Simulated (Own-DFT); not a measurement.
# How strain changes the stress of wurtzite AlGaN with randomly placed atoms, 96 atoms (Al36Ga12N48)

Calculated results; nothing here was measured. They come from Own-DFT, an in-house plane-wave density functional program, since retired, whose code no person has reviewed. Each row is one single-point run on a periodic cell that was not relaxed, without spin or spin-orbit coupling.

Settings of every run: PBE; PseudoDojo norm-conserving scalar-relativistic files (stringent for Ga); cutoff 96 hartree; 3 x 4 x 3 k mesh centred on Gamma; Gaussian smearing of 0.01 eV.

Known limits: k mesh not checked against a denser one; stress not checked against mesh or cutoff.

Unstrained cell vectors in Å: (12.525, 0.000, 0.000); (-4.697, 8.135, 0.000); (0.000, 0.000, 10.066). The unstrained cell has measured lattice constants (interpolated for alloys), not those of this functional. That, the random moves and any unrelaxed bonds set the pressure at no strain. Each run strains this cell uniformly, with the atoms carried along. Every atom was also moved at random, by a Gaussian of width 0.05 Å on each axis. The random placing of the alloy's atoms differs from row to row. Strain is the symmetric tensor, in per cent. Stress is positive in tension, and the pressure is minus a third of its trace.

```
run  e_xx (%)  e_yy (%)  e_zz (%)  s_xx (GPa)  s_yy (GPa)  s_zz (GPa)  P (GPa)  E (meV/atom)
  1     -1.25     -1.25      0.00      -14.28      -13.17       -8.87    12.11          35.6
  2      0.50      0.50      0.00       -1.18       -4.32       -7.61     4.37          10.1
  3     -0.50     -0.50      0.00       -9.26       -9.58       -5.40     8.08           0.0
  4     -2.75     -2.75      0.00      -21.80      -25.06      -11.62    19.49          55.8
  5      2.50      2.50      0.00        6.51        6.19       -4.05    -2.88          20.9
  6     -1.75     -1.75      0.00      -17.45      -15.82      -10.00    14.42          40.4
  7     -0.25     -0.25      0.00       -7.59       -8.46       -5.42     7.16           7.1
  8     -1.00     -1.00      0.00      -13.27       -9.99       -9.40    10.89          25.2
  9      2.00      2.00      0.00           ?           ?           ?        ?             ?
```

E is the free energy for each atom above the lowest run shown.

## Worked fit

The change of volume is close to e_xx + e_yy + e_zz. A straight line through the runs shown gives P = 6.87 - 213 x (fractional change of volume) GPa, with an error of 10 on the slope and a scatter of 0.80 GPa. The strain isn't the same on all axes and the cell isn't cubic, so the slope belongs to this path and is not the bulk modulus.

## Withheld run

Question: what pressure should run 9 give? Its volume changes by 4.04 %.

The line gives -1.7 GPa. The calculation gave -1.83 GPa.
